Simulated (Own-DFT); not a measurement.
Simulation results for GaP (zincblende, strained, atoms displaced)

Computed with Own-DFT development build. A calculation, not a measurement: plane-wave PBE density functional theory by an unreviewed code, no spin, of a simulated periodic cell, stress positive in tension, free energy of the whole cell less one offset for each atom, forces on such cells passed a denser k mesh, this cell's mesh not checked; offsets are fitted by least squares, one for each functional and potential file, so energies compare only between cells with the same atoms and settings and are not formation energies; the far tail of each file's local potential was reset to the Coulomb form; each entry is a single point on an unrelaxed cell, so the pressure reflects the starting lattice, mostly measured values (interpolated for alloys), from which strain is counted, and rises with the displacements; printed positions are rounded, which can move forces by about a meV/angstrom; the program, named Own-DFT, is a retired in-house code; no spin-orbit coupling.

Common to all runs: functional PBE; potential files PseudoDojo norm-conserving, scalar-relativistic, standard set; wave cutoff 42 hartree; occupations Fermi-Dirac; smearing width 0.1 eV; hardware one NVIDIA H100; k mesh 3 x 3 x 3 centred on Gamma.

```yaml
- entry: 1
  formula: GaP
  kind: "zincblende, strained, atoms displaced"
  structure:
    cell_angstrom:
      - [10.9476, 0.2035, 0.1166]
      - [0.2035, 10.9077, 0.0657]
      - [0.1166, 0.0657, 10.9755]
    atoms_fractional:
      - [Ga, 0.00843, 0.0006, 0.99355]
      - [Ga, 0.99417, 0.24634, 0.25069]
      - [Ga, 0.2538, 0.00603, 0.24598]
      - [Ga, 0.24397, 0.24713, 0.99747]
      - [P, 0.1264, 0.12614, 0.12943]
      - [P, 0.13224, 0.37905, 0.38223]
      - [P, 0.37438, 0.11677, 0.37533]
      - [P, 0.38293, 0.3712, 0.12162]
      - [Ga, 0.00125, 0.00484, 0.50671]
      - [Ga, 0.00042, 0.25203, 0.75089]
      - [Ga, 0.24372, 0.99405, 0.75271]
      - [Ga, 0.24883, 0.25994, 0.50427]
      - [P, 0.12582, 0.12203, 0.62681]
      - [P, 0.12067, 0.37198, 0.8656]
      - [P, 0.3759, 0.1297, 0.86755]
      - [P, 0.36848, 0.37175, 0.62825]
      - [Ga, 0.00309, 0.50228, 0.99789]
      - [Ga, 0.01209, 0.7568, 0.25391]
      - [Ga, 0.25434, 0.50284, 0.25521]
      - [Ga, 0.24158, 0.74475, 0.9982]
      - [P, 0.13627, 0.621, 0.12417]
      - [P, 0.12873, 0.87668, 0.36881]
      - [P, 0.37559, 0.62438, 0.37213]
      - [P, 0.37475, 0.8666, 0.1179]
      - [Ga, 0.9977, 0.4962, 0.49835]
      - [Ga, 0.99658, 0.74356, 0.74683]
      - [Ga, 0.24366, 0.50211, 0.76426]
      - [Ga, 0.24228, 0.75162, 0.49932]
      - [P, 0.12363, 0.63336, 0.62755]
      - [P, 0.12466, 0.88241, 0.87177]
      - [P, 0.38555, 0.62432, 0.87731]
      - [P, 0.38883, 0.87185, 0.61561]
      - [Ga, 0.49191, 0.99826, 0.00225]
      - [Ga, 0.51137, 0.25204, 0.24035]
      - [Ga, 0.75134, 0.00063, 0.24597]
      - [Ga, 0.74909, 0.25416, 0.00697]
      - [P, 0.625, 0.13054, 0.11685]
      - [P, 0.62937, 0.37452, 0.37789]
      - [P, 0.87939, 0.12142, 0.37535]
      - [P, 0.87447, 0.37036, 0.1275]
      - [Ga, 0.49425, 0.99823, 0.50444]
      - [Ga, 0.49482, 0.24567, 0.74496]
      - [Ga, 0.74893, 0.99902, 0.75332]
      - [Ga, 0.74912, 0.25215, 0.49748]
      - [P, 0.62233, 0.11984, 0.62601]
      - [P, 0.62587, 0.37396, 0.87748]
      - [P, 0.87594, 0.11991, 0.87075]
      - [P, 0.88622, 0.37799, 0.6272]
      - [Ga, 0.49802, 0.49609, 0.99728]
      - [Ga, 0.49563, 0.74961, 0.25294]
      - [Ga, 0.75246, 0.49983, 0.25733]
      - [Ga, 0.75492, 0.74356, 0.99836]
      - [P, 0.63126, 0.62399, 0.12255]
      - [P, 0.62291, 0.87749, 0.38053]
      - [P, 0.871, 0.62912, 0.37372]
      - [P, 0.873, 0.87042, 0.13127]
      - [Ga, 0.50768, 0.49618, 0.4992]
      - [Ga, 0.49854, 0.74666, 0.74758]
      - [Ga, 0.7401, 0.50362, 0.75615]
      - [Ga, 0.74846, 0.75348, 0.5018]
      - [P, 0.63211, 0.62626, 0.62718]
      - [P, 0.62852, 0.87418, 0.87622]
      - [P, 0.87417, 0.62867, 0.88502]
      - [P, 0.87057, 0.87236, 0.62886]
  results:
    "free_energy_of_cell_above_offsets [eV]": "-32.279"
    "pressure [GPa]": 2.66
    "stress_xx [GPa]": -2.6
    "stress_yy [GPa]": -2.95
    "stress_zz [GPa]": -2.42
    "stress_yz [GPa]": 1.83
    "stress_xz [GPa]": 1.7
    "stress_xy [GPa]": 2.75
    force_element: [Ga, Ga, Ga, Ga, P, P, P, P, Ga, Ga, Ga, Ga, P, P, P, P, Ga, Ga, Ga, Ga, P, P, P, P, Ga, Ga, Ga, Ga, P, P, P, P, Ga, Ga, Ga, Ga, P, P, P, P, Ga, Ga, Ga, Ga, P, P, P, P, Ga, Ga, Ga, Ga, P, P, P, P, Ga, Ga, Ga, Ga, P, P, P, P]
    "force_x [eV/angstrom]": [-1.214, 0.856, 0.469, 0.632, -0.437, -0.987, 0.173, -1.425, -0.001, -0.253, 1.888, 0.488, 0.149, -0.014, -0.861, 0.576, 0.021, -0.927, 0.603, 1.086, -1.499, -0.026, 0.017, -0.617, 0.201, -0.434, 1.013, 1.142, 0.418, -0.217, -1.637, -2.623, 0.618, -0.803, -0.457, 0.766, 0.183, -0.369, -0.816, 0.265, 1.22, 0.878, -0.076, 0.766, 0.374, -0.347, -0.178, -1.922, 0.924, 1.013, 0.006, -0.978, -0.875, -0.027, 0.992, 0.898, -0.92, 0.756, 1.522, 0.265, -0.888, -0.634, 0.857, 0.423]
    "force_y [eV/angstrom]": [0.431, 0.481, -0.899, 0.399, -0.016, -0.176, 1.576, 0.23, -0.836, -0.934, 0.686, -1.64, 0.506, 0.05, -1.203, 1.187, -0.487, -0.891, -0.773, 0.762, -0.219, 0.835, -0.153, 0.454, 1.28, 1.041, 0.682, 0.177, -1.577, -2.353, 0.131, -0.863, 0.29, -0.119, 0.255, -0.251, -1.647, -0.26, 0.047, 0.835, 1.047, 0.679, 0.075, -0.576, 0.402, -0.567, 0.892, -0.159, 0.323, 0.174, 0.32, 1.659, -0.408, -0.032, -0.18, 0.089, 0.57, 0.511, -0.46, 0.095, -0.23, -0.276, -1.259, 0.271]
    "force_z [eV/angstrom]": [1.56, 0.56, 0.156, 0.158, -0.909, -1.528, -0.269, 0.108, -0.12, -0.155, -1.008, 0.035, -0.269, 1.449, 0.774, -0.061, 0.711, -0.453, -0.308, -0.602, 0.253, 0.763, 0.902, 0.475, 0.083, 1.023, -1.126, 0.007, -0.446, -0.009, -0.438, 1.412, -0.586, 1.582, 0.611, -1.002, 0.206, -0.971, 0.016, -0.259, -0.714, 0.212, 0.021, 1.048, -0.537, -0.713, 0.529, 0.056, 0.907, -0.285, -0.556, 1.37, 0.403, -1.004, 0.037, -1.243, 0.808, 0.326, 0.158, 0.039, -0.706, 0.075, -1.936, -0.62]
    "wall_time [s]": 541.5
- entry: 2
  formula: GaP
  kind: "zincblende, strained, atoms displaced"
  structure:
    cell_angstrom:
      - [10.8371, 0.0358, 0.1636]
      - [0.0358, 10.7561, 0.1838]
      - [0.1636, 0.1838, 10.9412]
    atoms_fractional:
      - [Ga, 0.99289, 0.99873, 0.001]
      - [Ga, 0.99811, 0.24394, 0.2477]
      - [Ga, 0.24206, 0.99656, 0.26019]
      - [Ga, 0.25013, 0.24497, 0.99811]
      - [P, 0.12688, 0.12298, 0.11877]
      - [P, 0.13383, 0.38093, 0.37507]
      - [P, 0.37402, 0.12864, 0.37269]
      - [P, 0.37755, 0.37685, 0.12672]
      - [Ga, 0.99923, 0.99797, 0.50087]
      - [Ga, 0.00266, 0.25136, 0.74534]
      - [Ga, 0.25078, 0.99769, 0.75728]
      - [Ga, 0.25078, 0.25156, 0.49594]
      - [P, 0.12447, 0.12449, 0.62442]
      - [P, 0.12513, 0.38233, 0.87099]
      - [P, 0.3636, 0.11727, 0.8751]
      - [P, 0.37648, 0.37162, 0.62528]
      - [Ga, 0.00467, 0.49954, 0.00587]
      - [Ga, 0.00815, 0.74097, 0.25283]
      - [Ga, 0.25065, 0.49988, 0.2525]
      - [Ga, 0.25215, 0.75371, 0.0009]
      - [P, 0.12522, 0.62301, 0.13389]
      - [P, 0.12117, 0.87082, 0.37053]
      - [P, 0.37605, 0.61798, 0.37966]
      - [P, 0.37489, 0.87481, 0.12397]
      - [Ga, 0.00703, 0.50412, 0.49792]
      - [Ga, 0.99817, 0.74858, 0.74976]
      - [Ga, 0.25049, 0.49488, 0.74975]
      - [Ga, 0.25802, 0.7482, 0.4955]
      - [P, 0.1208, 0.62521, 0.6211]
      - [P, 0.1242, 0.8775, 0.87463]
      - [P, 0.36493, 0.62965, 0.8744]
      - [P, 0.38289, 0.88165, 0.62085]
      - [Ga, 0.49571, 0.00455, 0.00594]
      - [Ga, 0.50468, 0.2488, 0.25099]
      - [Ga, 0.74638, 0.00432, 0.2555]
      - [Ga, 0.74369, 0.25028, 0.00157]
      - [P, 0.61976, 0.12252, 0.13496]
      - [P, 0.62628, 0.37274, 0.37748]
      - [P, 0.87779, 0.12632, 0.37402]
      - [P, 0.88285, 0.37249, 0.12787]
      - [Ga, 0.49719, 0.00071, 0.4994]
      - [Ga, 0.49575, 0.25209, 0.75023]
      - [Ga, 0.756, 0.00301, 0.7456]
      - [Ga, 0.75313, 0.25853, 0.49989]
      - [P, 0.63277, 0.12283, 0.61988]
      - [P, 0.62656, 0.37891, 0.86705]
      - [P, 0.87611, 0.12193, 0.87018]
      - [P, 0.87803, 0.37609, 0.62814]
      - [Ga, 0.50106, 0.50131, 0.99853]
      - [Ga, 0.49702, 0.74219, 0.25068]
      - [Ga, 0.75625, 0.5093, 0.25464]
      - [Ga, 0.75671, 0.75022, 0.99406]
      - [P, 0.62059, 0.62175, 0.13204]
      - [P, 0.62349, 0.87893, 0.36824]
      - [P, 0.8889, 0.62764, 0.37087]
      - [P, 0.87449, 0.87858, 0.12702]
      - [Ga, 0.49202, 0.49991, 0.50824]
      - [Ga, 0.50493, 0.7573, 0.74963]
      - [Ga, 0.74516, 0.493, 0.75364]
      - [Ga, 0.76211, 0.75296, 0.49009]
      - [P, 0.6255, 0.62423, 0.62641]
      - [P, 0.62554, 0.88104, 0.86929]
      - [P, 0.87521, 0.62406, 0.8709]
      - [P, 0.879, 0.88238, 0.62378]
  results:
    "free_energy_of_cell_above_offsets [eV]": "-31.986"
    "pressure [GPa]": 5.03
    "stress_xx [GPa]": -5.02
    "stress_yy [GPa]": -5.64
    "stress_zz [GPa]": -4.43
    "stress_yz [GPa]": 3.47
    "stress_xz [GPa]": 3.38
    "stress_xy [GPa]": -0.33
    force_element: [Ga, Ga, Ga, Ga, P, P, P, P, Ga, Ga, Ga, Ga, P, P, P, P, Ga, Ga, Ga, Ga, P, P, P, P, Ga, Ga, Ga, Ga, P, P, P, P, Ga, Ga, Ga, Ga, P, P, P, P, Ga, Ga, Ga, Ga, P, P, P, P, Ga, Ga, Ga, Ga, P, P, P, P, Ga, Ga, Ga, Ga, P, P, P, P]
    "force_x [eV/angstrom]": [0.916, 1.445, 1.187, 0.1, -0.701, -1.626, -0.28, -0.334, 0.929, 0.226, -0.131, 0.141, 0.393, -0.518, 1.616, -1.12, -0.002, -0.126, 1.041, -0.583, 0.684, -0.157, -0.293, -0.543, -0.191, 0.627, 0.383, -0.528, 0.938, -0.82, 1.162, -1.661, 0.688, -0.383, 1.198, 0.669, 0.373, -0.38, -0.693, -1.553, 1.291, 0.77, -0.273, 0.521, -1.101, -1.745, -0.425, -0.271, -0.108, 0.126, -0.045, -0.795, 0.908, -0.572, -1.761, -0.389, 1.763, -0.275, 1.675, -0.808, 0.282, -0.018, -0.157, -0.686]
    "force_y [eV/angstrom]": [0.469, 0.492, 0.959, 1.415, -0.557, -1.321, -0.707, -0.686, 0.817, 0.068, -0.032, -0.073, -0.345, -1.489, 0.944, -0.386, 0.545, 2.142, 0.392, 0.122, -0.131, -0.501, 0.182, -0.379, -0.577, 0.659, 1.218, 0.663, 0.222, -0.979, -0.506, -1.224, -0.103, 1.035, 0.105, -0.056, 0.084, 0.91, -0.362, 0.247, 1.102, -1.015, 0.165, -0.41, 0.431, -1.686, 0.701, 0.358, 0.434, 1.035, -0.883, 0.399, 0.119, -1.261, -1.011, -1.102, 0.146, -0.445, 1.783, 0.265, 0.228, -0.115, -0.903, -1.614]
    "force_z [eV/angstrom]": [-0.324, 0.034, -1.436, 0.01, 0.868, 0.131, 0.145, -0.344, -0.631, 0.626, -1.657, 0.586, -0.195, 0.873, 0.16, 0.192, -0.521, -1.169, -0.516, 0.383, -1.572, 1.384, -0.634, 0.948, 0.319, -0.279, -0.699, 0.666, 0.463, 0.421, -0.456, 0.935, -0.653, 0.29, -0.47, -0.064, -1.496, -0.192, 0.616, -0.259, -0.809, 0.101, 0.22, 0.193, 0.252, 1.947, 0.518, -0.74, -0.209, 0.109, -0.181, 0.711, -1.307, 0.928, 1.035, 0.582, -0.404, 0.065, -1.469, 0.737, -0.548, 0.969, 0.604, 0.22]
    "wall_time [s]": 515.2
- entry: 3
  formula: GaP
  kind: "zincblende, strained, atoms displaced"
  structure:
    cell_angstrom:
      - [11.0279, 0.1443, -0.0681]
      - [0.1443, 11.0751, 0.1858]
      - [-0.0681, 0.1858, 10.8785]
    atoms_fractional:
      - [Ga, 0.99813, 0.99476, 0.99504]
      - [Ga, 0.99707, 0.24565, 0.24793]
      - [Ga, 0.24836, 0.99962, 0.25658]
      - [Ga, 0.25087, 0.24549, 0.9959]
      - [P, 0.13087, 0.11995, 0.12158]
      - [P, 0.11652, 0.37197, 0.36691]
      - [P, 0.36477, 0.12745, 0.3788]
      - [P, 0.37501, 0.37129, 0.12296]
      - [Ga, 0.00184, 0.01223, 0.49386]
      - [Ga, 0.00148, 0.2481, 0.74865]
      - [Ga, 0.25286, 0.00019, 0.74873]
      - [Ga, 0.25107, 0.24608, 0.50005]
      - [P, 0.11908, 0.12905, 0.6207]
      - [P, 0.12614, 0.38213, 0.87474]
      - [P, 0.37213, 0.11718, 0.86876]
      - [P, 0.36954, 0.37388, 0.62521]
      - [Ga, 0.00265, 0.50519, 0.00638]
      - [Ga, 0.99482, 0.74337, 0.24745]
      - [Ga, 0.24933, 0.49686, 0.25183]
      - [Ga, 0.25554, 0.7483, 0.00598]
      - [P, 0.12928, 0.62286, 0.12491]
      - [P, 0.12962, 0.8628, 0.37776]
      - [P, 0.37611, 0.6164, 0.3775]
      - [P, 0.36977, 0.86984, 0.12612]
      - [Ga, 0.99348, 0.49712, 0.50243]
      - [Ga, 0.0054, 0.74579, 0.75006]
      - [Ga, 0.25442, 0.49041, 0.74889]
      - [Ga, 0.25494, 0.74403, 0.49514]
      - [P, 0.12593, 0.61934, 0.62723]
      - [P, 0.12778, 0.88255, 0.87771]
      - [P, 0.37681, 0.63008, 0.87525]
      - [P, 0.37293, 0.87921, 0.62902]
      - [Ga, 0.50298, 0.00048, 0.00137]
      - [Ga, 0.49871, 0.24795, 0.24272]
      - [Ga, 0.75535, 0.00091, 0.2476]
      - [Ga, 0.75105, 0.25518, 0.00045]
      - [P, 0.62723, 0.12579, 0.1357]
      - [P, 0.61557, 0.37451, 0.37572]
      - [P, 0.87327, 0.12435, 0.36616]
      - [P, 0.87548, 0.37892, 0.11646]
      - [Ga, 0.50214, 0.00256, 0.50568]
      - [Ga, 0.50463, 0.24662, 0.75216]
      - [Ga, 0.74551, 0.99632, 0.74827]
      - [Ga, 0.74449, 0.25037, 0.5065]
      - [P, 0.62825, 0.13213, 0.63096]
      - [P, 0.63236, 0.37976, 0.86918]
      - [P, 0.87566, 0.12588, 0.87723]
      - [P, 0.87424, 0.36603, 0.61814]
      - [Ga, 0.49938, 0.49996, 0.99888]
      - [Ga, 0.49589, 0.75098, 0.25092]
      - [Ga, 0.75113, 0.50373, 0.25251]
      - [Ga, 0.75975, 0.74827, 0.99963]
      - [P, 0.61989, 0.62563, 0.12866]
      - [P, 0.62692, 0.87353, 0.36726]
      - [P, 0.86484, 0.62084, 0.36981]
      - [P, 0.87336, 0.87858, 0.12714]
      - [Ga, 0.49697, 0.49922, 0.50664]
      - [Ga, 0.50217, 0.75339, 0.74615]
      - [Ga, 0.7514, 0.49607, 0.75275]
      - [Ga, 0.75369, 0.75136, 0.49944]
      - [P, 0.62613, 0.62826, 0.62416]
      - [P, 0.62972, 0.87297, 0.87858]
      - [P, 0.8701, 0.62806, 0.88329]
      - [P, 0.87815, 0.87413, 0.62388]
  results:
    "free_energy_of_cell_above_offsets [eV]": "-33.558"
    "pressure [GPa]": 1.12
    "stress_xx [GPa]": -0.91
    "stress_yy [GPa]": -0.64
    "stress_zz [GPa]": -1.83
    "stress_yz [GPa]": 2.21
    "stress_xz [GPa]": -0.86
    "stress_xy [GPa]": 2.02
    force_element: [Ga, Ga, Ga, Ga, P, P, P, P, Ga, Ga, Ga, Ga, P, P, P, P, Ga, Ga, Ga, Ga, P, P, P, P, Ga, Ga, Ga, Ga, P, P, P, P, Ga, Ga, Ga, Ga, P, P, P, P, Ga, Ga, Ga, Ga, P, P, P, P, Ga, Ga, Ga, Ga, P, P, P, P, Ga, Ga, Ga, Ga, P, P, P, P]
    "force_x [eV/angstrom]": [0.336, 0.435, 0.085, 0.079, -1.036, 0.425, 1.421, -0.449, 0.141, 0.065, -0.912, -0.857, 0.788, -0.558, 0.69, 0.785, 0.214, 0.591, 0.207, -0.539, -0.417, -1.3, -0.229, 0.472, 0.569, -0.055, -0.077, 0.247, -0.072, 0.049, -0.266, 0.108, 0.026, -0.202, -0.233, 0.064, -0.262, 0.535, -0.594, -0.219, 0.11, -0.565, 0.937, 0.239, -0.565, -1.592, -0.538, -0.199, 0.389, 0.311, -0.851, -1.239, 0.349, -0.376, 1.109, 0.355, 0.634, 0.254, 0.827, -0.142, -0.035, -0.575, 1.159, -0.053]
    "force_y [eV/angstrom]": [0.508, 0.195, -0.647, 0.196, 0.213, 0.212, -0.522, 0.415, -1.584, 0.271, 0.043, 0.934, -0.316, -0.799, 1.012, -0.691, -0.21, 0.135, -0.463, 0.057, 0.466, 1.258, 0.645, 1.23, 0.131, 0.329, 1.105, -0.307, 0.09, -1.267, -0.447, -0.525, -0.383, -0.002, -0.518, -0.564, 0.175, -0.002, 0.517, -0.155, 0.005, 0.613, -0.059, 0.002, -1.034, -0.751, 0.033, 0.93, -0.011, -0.466, -1.205, 0.488, 0.149, 0.518, 0.664, -0.495, -0.275, -0.147, 0.776, 0.061, -0.327, 0.16, -0.82, 0.46]
    "force_z [eV/angstrom]": [0.788, -0.874, -0.092, 0.077, 0.006, 0.831, -0.65, -0.6, 0.208, 0.682, -0.246, 0.078, 0.426, 0.091, 0.543, -0.188, -0.531, 0.391, 0.127, -0.675, 0.069, -0.65, -0.586, 0.176, -0.502, 0.529, 0.625, 1.155, -0.514, -0.507, -0.58, -0.988, 0.371, 1.375, 0.59, 0.118, -1.728, -0.128, 0.74, 1.055, -0.472, 0.343, 0.471, -1.314, -0.6, 0.781, -0.514, 0.861, 0.169, 0.258, -0.616, 1.258, -0.627, 0.742, 0.908, -0.62, 0.178, 0.713, -0.834, -0.027, -0.02, -0.262, -1.499, -0.293]
    "wall_time [s]": 532.6
- entry: 4
  formula: GaP
  kind: "zincblende, strained, atoms displaced"
  structure:
    cell_angstrom:
      - [10.7318, 0.1965, -0.051]
      - [0.1965, 11.0418, -0.1828]
      - [-0.051, -0.1828, 10.8739]
    atoms_fractional:
      - [Ga, 0.99523, 0.99657, 0.99145]
      - [Ga, 0.00589, 0.25338, 0.2518]
      - [Ga, 0.24928, 0.00622, 0.24911]
      - [Ga, 0.25397, 0.25479, 0.00742]
      - [P, 0.13025, 0.11749, 0.12554]
      - [P, 0.12457, 0.37715, 0.3668]
      - [P, 0.37315, 0.12545, 0.37803]
      - [P, 0.36959, 0.36752, 0.12604]
      - [Ga, 0.99874, 0.99874, 0.49695]
      - [Ga, 0.00593, 0.24721, 0.75923]
      - [Ga, 0.24619, 0.9945, 0.74378]
      - [Ga, 0.24308, 0.24807, 0.50028]
      - [P, 0.12383, 0.12452, 0.62265]
      - [P, 0.12124, 0.37339, 0.87184]
      - [P, 0.37061, 0.12707, 0.87772]
      - [P, 0.37004, 0.37702, 0.63157]
      - [Ga, 0.00352, 0.49903, 0.00509]
      - [Ga, 0.00281, 0.74511, 0.25251]
      - [Ga, 0.24249, 0.49688, 0.25355]
      - [Ga, 0.25415, 0.75301, 0.99169]
      - [P, 0.13052, 0.62045, 0.12487]
      - [P, 0.12028, 0.87597, 0.3698]
      - [P, 0.38496, 0.62132, 0.37087]
      - [P, 0.37092, 0.87875, 0.1269]
      - [Ga, 0.99778, 0.4991, 0.50012]
      - [Ga, 0.00385, 0.75837, 0.74767]
      - [Ga, 0.25089, 0.49936, 0.74318]
      - [Ga, 0.24755, 0.75068, 0.49858]
      - [P, 0.12681, 0.62233, 0.62568]
      - [P, 0.1346, 0.87297, 0.87618]
      - [P, 0.37464, 0.62765, 0.88125]
      - [P, 0.37149, 0.87031, 0.62805]
      - [Ga, 0.49774, 0.01261, 0.00228]
      - [Ga, 0.50225, 0.25175, 0.25081]
      - [Ga, 0.74922, 0.99347, 0.24569]
      - [Ga, 0.75284, 0.24778, 0.99431]
      - [P, 0.62654, 0.1201, 0.12846]
      - [P, 0.6224, 0.375, 0.38607]
      - [P, 0.87423, 0.11908, 0.3727]
      - [P, 0.8753, 0.37282, 0.12564]
      - [Ga, 0.50325, 0.99967, 0.49268]
      - [Ga, 0.49773, 0.24514, 0.74695]
      - [Ga, 0.75546, 0.99911, 0.74472]
      - [Ga, 0.74609, 0.25486, 0.49642]
      - [P, 0.61909, 0.12943, 0.62804]
      - [P, 0.62543, 0.3748, 0.87697]
      - [P, 0.86814, 0.11878, 0.88492]
      - [P, 0.87767, 0.37245, 0.62754]
      - [Ga, 0.49771, 0.50205, 0.99824]
      - [Ga, 0.4953, 0.75158, 0.24919]
      - [Ga, 0.75734, 0.50257, 0.24689]
      - [Ga, 0.75211, 0.74494, 0.00147]
      - [P, 0.63183, 0.62208, 0.12912]
      - [P, 0.63155, 0.87718, 0.37124]
      - [P, 0.87413, 0.62278, 0.38067]
      - [P, 0.86981, 0.87986, 0.13117]
      - [Ga, 0.49704, 0.49332, 0.49459]
      - [Ga, 0.50383, 0.75287, 0.74953]
      - [Ga, 0.75177, 0.49612, 0.74639]
      - [Ga, 0.75221, 0.75515, 0.5016]
      - [P, 0.62328, 0.62127, 0.62888]
      - [P, 0.63054, 0.86488, 0.87034]
      - [P, 0.88116, 0.62687, 0.87815]
      - [P, 0.86789, 0.86869, 0.62616]
  results:
    "free_energy_of_cell_above_offsets [eV]": "-31.531"
    "pressure [GPa]": 4.33
    "stress_xx [GPa]": -5.3
    "stress_yy [GPa]": -3.38
    "stress_zz [GPa]": -4.32
    "stress_yz [GPa]": -3.14
    "stress_xz [GPa]": -1.0
    "stress_xy [GPa]": 4.3
    force_element: [Ga, Ga, Ga, Ga, P, P, P, P, Ga, Ga, Ga, Ga, P, P, P, P, Ga, Ga, Ga, Ga, P, P, P, P, Ga, Ga, Ga, Ga, P, P, P, P, Ga, Ga, Ga, Ga, P, P, P, P, Ga, Ga, Ga, Ga, P, P, P, P, Ga, Ga, Ga, Ga, P, P, P, P, Ga, Ga, Ga, Ga, P, P, P, P]
    "force_x [eV/angstrom]": [0.689, -0.84, 0.086, -1.592, -1.107, 0.071, 0.355, 1.44, -0.518, -1.296, 0.205, 0.245, -0.227, 1.337, 0.001, 0.975, -0.555, -0.744, 1.258, -0.268, -0.011, 1.033, -1.32, 0.654, 0.146, -0.152, -0.719, 0.068, -0.276, -1.243, 0.604, 0.964, 0.151, -0.222, -0.644, -1.233, 0.359, 0.793, -0.117, 0.474, -0.461, -0.773, -1.415, 0.768, 1.4, -0.015, 1.123, 0.458, 0.133, 0.603, -0.637, -0.13, -0.911, -0.516, 0.339, 1.82, -0.626, -0.725, -0.109, -1.269, 0.154, -0.106, 0.246, 1.828]
    "force_y [eV/angstrom]": [-0.538, -1.277, -0.822, -1.097, 1.218, -0.137, 0.237, 1.761, -0.205, -0.652, 0.854, 0.583, -0.282, 0.591, -0.113, -1.082, -0.071, -0.036, 0.441, -0.229, 0.888, -0.069, 0.317, -0.142, -0.318, -0.992, 0.719, -0.453, 0.57, 0.804, -0.683, 0.221, -1.658, -0.297, 1.284, 0.752, 1.08, -0.07, 0.999, -0.3, -0.073, 0.888, 0.301, -1.202, -1.068, -0.178, 0.122, -0.521, -0.392, -0.012, -0.509, 0.322, 0.453, -0.612, 0.459, -1.844, 0.97, -0.68, 0.539, -1.236, 0.057, 1.752, -0.376, 1.042]
    "force_z [eV/angstrom]": [1.657, -0.537, 0.989, -1.014, -1.11, 1.579, -0.483, 0.674, 0.631, -0.487, 0.838, 0.235, 0.084, 0.789, -1.02, -1.707, -0.23, -0.291, -0.243, 2.05, -0.386, 0.217, 0.047, -0.616, 0.527, 0.639, 1.894, -0.238, -0.706, -0.901, -1.751, -1.114, -0.401, 0.459, 1.258, 1.579, -0.327, -2.568, -0.167, -0.454, 1.059, 1.466, 0.823, 1.016, -1.238, -0.759, -2.226, -0.495, 1.013, -0.084, 1.037, 0.429, -0.657, 0.019, -0.596, -1.754, 1.909, 0.284, 1.045, -0.156, -1.133, 0.784, -0.748, -0.435]
    "wall_time [s]": 549.8
```
